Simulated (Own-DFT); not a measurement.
# Computed records: Si3N4 (beta silicon nitride, atoms displaced)

Computed with Own-DFT development build. A calculation, not a measurement: plane-wave PBE density functional theory by an unreviewed code, no spin, of a simulated periodic cell, stress positive in tension, free energy of the whole cell less one offset for each atom, some atoms lie very close together; forces on such cells moved up to 12 meV/angstrom on a denser k mesh; offsets are fitted by least squares, one for each functional and potential file, so energies compare only between cells with the same atoms and settings and are not formation energies; the far tail of each file's local potential was reset to the Coulomb form; each entry is a single point on an unrelaxed cell, so the pressure reflects the starting lattice, mostly measured values (interpolated for alloys), from which strain is counted, and rises with the displacements; printed positions are rounded, which can move forces by about a meV/angstrom; the program, named Own-DFT, is a retired in-house code; no spin-orbit coupling; before rounding, a Quantum ESPRESSO 7.3.1 run of the same cell and cutoff gave forces within 1 meV/angstrom rms on each cell, which checks the program and not the settings.

```cif
# cell vector a (Å): 15.2120 0.0000 0.0000
# cell vector b (Å): -7.6060 13.1740 0.0000
# cell vector c (Å): 0.0000 0.0000 5.8180
data_Si3N4
_symmetry_space_group_name_H-M 'P 1'
_symmetry_Int_Tables_number 1
_cell_length_a 15.2120
_cell_length_b 15.2120
_cell_length_c 5.8180
_cell_angle_alpha 90.000
_cell_angle_beta 90.000
_cell_angle_gamma 120.000
_cell_volume 1165.94
loop_
_atom_site_label
_atom_site_type_symbol
_atom_site_fract_x
_atom_site_fract_y
_atom_site_fract_z
_atom_site_occupancy
Si1 Si 0.08344 0.40853 0.16035 1
Si2 Si 0.10295 0.19983 0.12334 1
Si3 Si 0.28859 0.42305 0.14402 1
Si4 Si 0.41503 0.11297 0.37979 1
Si5 Si 0.38211 0.30007 0.36439 1
Si6 Si 0.20226 0.07900 0.35120 1
N1 N 0.15547 0.00696 0.14562 1
N2 N 0.51036 0.16795 0.13879 1
N3 N 0.33833 0.33366 0.10935 1
N4 N 0.33290 0.49330 0.37068 1
N5 N 0.01591 0.37109 0.38663 1
N6 N 0.14251 0.16774 0.37552 1
N7 N 0.16761 0.32673 0.10959 1
N8 N 0.32834 0.15512 0.37118 1
Si7 Si 0.07401 0.37472 0.58352 1
Si8 Si 0.11698 0.20278 0.64123 1
Si9 Si 0.31766 0.41873 0.62729 1
Si10 Si 0.41856 0.11479 0.85223 1
Si11 Si 0.38425 0.29416 0.85636 1
Si12 Si 0.18175 0.08219 0.87851 1
N9 N 0.17645 0.99031 0.59660 1
N10 N 0.49042 0.16214 0.61724 1
N11 N 0.33871 0.34371 0.60631 1
N12 N 0.32874 0.48370 0.90811 1
N13 N 0.01847 0.35860 0.87898 1
N14 N 0.14697 0.15877 0.81605 1
N15 N 0.15404 0.32951 0.62013 1
N16 N 0.32338 0.15684 0.84221 1
Si13 Si 0.09366 0.88820 0.15882 1
Si14 Si 0.12307 0.71338 0.10713 1
Si15 Si 0.31471 0.91018 0.12626 1
Si16 Si 0.42335 0.62453 0.36134 1
Si17 Si 0.37942 0.79134 0.42613 1
Si18 Si 0.20464 0.59980 0.32786 1
N17 N 0.16073 0.53860 0.09838 1
N18 N 0.48823 0.64664 0.14526 1
N19 N 0.35959 0.82982 0.11796 1
N20 N 0.31888 0.98231 0.39428 1
N21 N 0.01084 0.85653 0.41354 1
N22 N 0.16034 0.67393 0.39534 1
N23 N 0.16036 0.84355 0.10533 1
N24 N 0.31454 0.66435 0.34601 1
Si19 Si 0.07866 0.89521 0.58862 1
Si20 Si 0.11100 0.71429 0.64802 1
Si21 Si 0.30855 0.92550 0.64158 1
Si22 Si 0.41186 0.62399 0.86932 1
Si23 Si 0.39150 0.79448 0.86026 1
Si24 Si 0.20471 0.57226 0.89123 1
N25 N 0.16670 0.52708 0.64701 1
N26 N 0.47544 0.64965 0.61311 1
N27 N 0.32889 0.82945 0.62375 1
N28 N 0.34331 0.99494 0.88670 1
N29 N 0.01466 0.84559 0.81164 1
N30 N 0.14609 0.67918 0.89842 1
N31 N 0.16062 0.83355 0.55708 1
N32 N 0.31853 0.64983 0.83917 1
Si25 Si 0.59661 0.40172 0.17743 1
Si26 Si 0.62099 0.20547 0.11370 1
Si27 Si 0.79468 0.42541 0.05055 1
Si28 Si 0.91264 0.11386 0.39972 1
Si29 Si 0.87480 0.29044 0.39075 1
Si30 Si 0.68345 0.09535 0.35997 1
N33 N 0.65650 0.00894 0.12367 1
N34 N 0.99045 0.14377 0.12147 1
N35 N 0.82909 0.32949 0.11220 1
N36 N 0.82004 0.47011 0.37554 1
N37 N 0.50075 0.31457 0.35143 1
N38 N 0.64978 0.17280 0.35113 1
N39 N 0.66052 0.32686 0.12033 1
N40 N 0.82993 0.17217 0.38632 1
Si31 Si 0.58922 0.39286 0.67052 1
Si32 Si 0.60153 0.17952 0.61213 1
Si33 Si 0.78168 0.39060 0.64163 1
Si34 Si 0.89553 0.09932 0.87454 1
Si35 Si 0.87332 0.28760 0.86203 1
Si36 Si 0.70071 0.07251 0.87143 1
N41 N 0.65758 0.99734 0.64110 1
N42 N 0.96261 0.14432 0.58161 1
N43 N 0.84625 0.35531 0.64245 1
N44 N 0.84633 0.48797 0.85380 1
N45 N 0.52015 0.35781 0.84864 1
N46 N 0.64629 0.15068 0.89704 1
N47 N 0.66581 0.32610 0.60603 1
N48 N 0.81297 0.16450 0.89270 1
Si37 Si 0.59702 0.88578 0.14416 1
Si38 Si 0.61603 0.69911 0.12987 1
Si39 Si 0.79536 0.91434 0.11064 1
Si40 Si 0.92046 0.62568 0.32741 1
Si41 Si 0.88882 0.79688 0.35351 1
Si42 Si 0.69078 0.56628 0.37014 1
N49 N 0.66880 0.52292 0.15727 1
N50 N 0.99648 0.65736 0.12267 1
N51 N 0.84658 0.83622 0.10560 1
N52 N 0.83381 0.96299 0.39273 1
N53 N 0.50832 0.85358 0.34491 1
N54 N 0.65132 0.66927 0.39447 1
N55 N 0.66893 0.83239 0.12317 1
N56 N 0.84522 0.65009 0.33090 1
Si43 Si 0.59771 0.88612 0.63396 1
Si44 Si 0.60025 0.69984 0.60956 1
Si45 Si 0.81175 0.92860 0.64256 1
Si46 Si 0.91698 0.62169 0.87291 1
Si47 Si 0.88871 0.81227 0.86325 1
Si48 Si 0.70650 0.58316 0.84325 1
N57 N 0.66649 0.52522 0.62934 1
N58 N 0.98536 0.67358 0.57812 1
N59 N 0.85432 0.84998 0.61494 1
N60 N 0.83211 0.99757 0.89221 1
N61 N 0.51626 0.86871 0.87747 1
N62 N 0.63981 0.64112 0.90356 1
N63 N 0.65777 0.81941 0.54276 1
N64 N 0.82649 0.66833 0.88529 1
_calc_functional 'PBE'
_calc_potential_files 'PseudoDojo norm-conserving, scalar-relativistic, standard set'
_calc_wave_cutoff 42  # hartree
_calc_occupations 'Fermi-Dirac'
_calc_smearing_width 0.1  # eV
_calc_k_mesh '2 x 2 x 4 centred on Gamma'
_calc_free_energy_of_cell_above_offsets '94.326'  # eV
_calc_pressure 31.3  # GPa
_calc_stress_xx -30.95  # GPa
_calc_stress_yy -29.22  # GPa
_calc_stress_zz -33.72  # GPa
_calc_stress_yz -1.21  # GPa
_calc_stress_xz -0.56  # GPa
_calc_stress_xy -3.6  # GPa
```

Force:
```
element  x (eV/Å)  y (eV/Å)  z (eV/Å)
     Si     2.333    -2.611     -9.21
     Si     9.356     5.728     1.578
     Si     1.837    -6.255    -1.005
     Si    -1.197     1.148    -3.764
     Si    -1.516    -2.882    -2.309
     Si    -0.617     4.394     8.591
      N      -2.1     3.633    -8.074
      N    -13.93    -8.254    -0.353
      N     2.907    -0.563     0.578
      N     0.944     0.757     3.853
      N    -11.15    -3.361    -9.021
      N      2.64    -2.381    -0.973
      N    -3.286     3.048     1.278
      N    -0.236     3.636    -0.692
     Si        10     5.418     18.44
     Si     -9.49     7.835     -14.7
     Si    -22.32     18.68     3.192
     Si    -2.123     4.362     4.685
     Si     -1.49    -0.135     2.186
     Si     9.019    -5.163    -1.466
      N     1.601     15.54     1.845
      N    -3.307     -2.77     0.081
      N     21.11    -19.53    -1.624
      N     1.475     4.089    -6.533
      N    -2.682    -1.996    -0.103
      N     2.854    -3.336     13.47
      N     1.774     -0.36    -0.248
      N     0.699     2.152     1.175
     Si    -5.862     -3.58    -1.625
     Si    -3.724     4.471     13.77
     Si    -4.173     0.386     1.226
     Si    -9.091    -3.332     2.609
     Si     0.159    -0.406     -7.38
     Si    -8.377    -3.506     9.328
      N    -6.389    -13.76     19.31
      N     1.483      2.17    -7.666
      N    -1.937     0.735     0.884
      N     4.176      2.33    -4.392
      N     -11.3    -6.799    -21.88
      N    -4.423     1.525    -1.955
      N     9.625    -2.906    -1.315
      N     15.07       7.2     1.366
     Si     12.01    -2.417     15.74
     Si     2.094    -1.277     -3.41
     Si    -6.127    -3.513    -0.855
     Si     0.383    -3.964     2.021
     Si    -4.116    -1.206     1.963
     Si     1.116     7.885    -21.13
      N    -1.078    -5.817    -7.487
      N     0.341     0.189     3.359
      N     4.702    -1.256      2.83
      N     1.244    -3.792     1.064
      N    -4.158    -0.807     9.533
      N     7.053     -4.43    -12.76
      N     1.402     2.431     2.908
      N     5.647     8.728     0.389
     Si     1.829    -8.601    -2.713
     Si     4.667     4.626    -3.923
     Si    -1.299    -9.969     19.32
     Si    -17.92    -13.93    -36.95
     Si    -4.207     8.016    -3.069
     Si     10.87    -7.241     0.186
      N     1.396     3.288      2.29
      N    -12.26    -6.557    -1.377
      N     3.528    -1.446     0.244
      N    -0.104     2.887    -2.752
      N    -0.033     4.855     2.166
      N    -2.299     1.529     5.441
      N    -1.235     7.335    -1.964
      N     0.341    -6.155     -0.34
     Si     12.83     2.032    -16.79
     Si     4.248      5.94      3.51
     Si    -18.67     15.69    -5.977
     Si     3.634     28.16    -1.136
     Si    -0.156     6.509     3.552
     Si    -5.165     0.007       0.9
      N     0.967     13.85    -2.609
      N      19.1     12.53     39.57
      N     28.71       -15    -1.207
      N     0.156     8.064    -8.664
      N    -12.55    -6.165     15.32
      N    -1.006    -0.812     -5.88
      N    -6.855    -3.346     1.689
      N     7.675    -1.324    -0.779
     Si    -4.411    -2.352    -1.593
     Si     2.652    -0.662     0.162
     Si     1.118      -2.2     5.417
     Si      16.8    -9.872     7.266
     Si    -2.619    -2.602      1.06
     Si     2.552      16.6     15.67
      N    -0.747    -9.291    -20.61
      N    -0.768    -0.322    -5.304
      N      0.59     0.836      1.33
      N    -1.767     8.479    -8.864
      N     0.896    -0.708     5.319
      N     2.504    -3.276    -2.464
      N      0.22     -0.61    -2.383
      N    -26.26     8.225      1.27
     Si    -3.198    -12.21    -2.375
     Si     4.855    -1.523      3.01
     Si    -2.334    -5.911         1
     Si    -0.192     2.108    -3.784
     Si     3.298    -3.538    -2.461
     Si    -0.141     7.915     11.25
      N     -0.75    -9.524    -5.681
      N     1.145    -2.386     5.134
      N      2.48     -3.12     1.603
      N    -2.599    -22.72     0.129
      N     3.956    -1.678    -1.009
      N    -4.067     2.992    -1.864
      N    -1.205     5.278     4.641
      N     2.957     1.193    -1.249
```
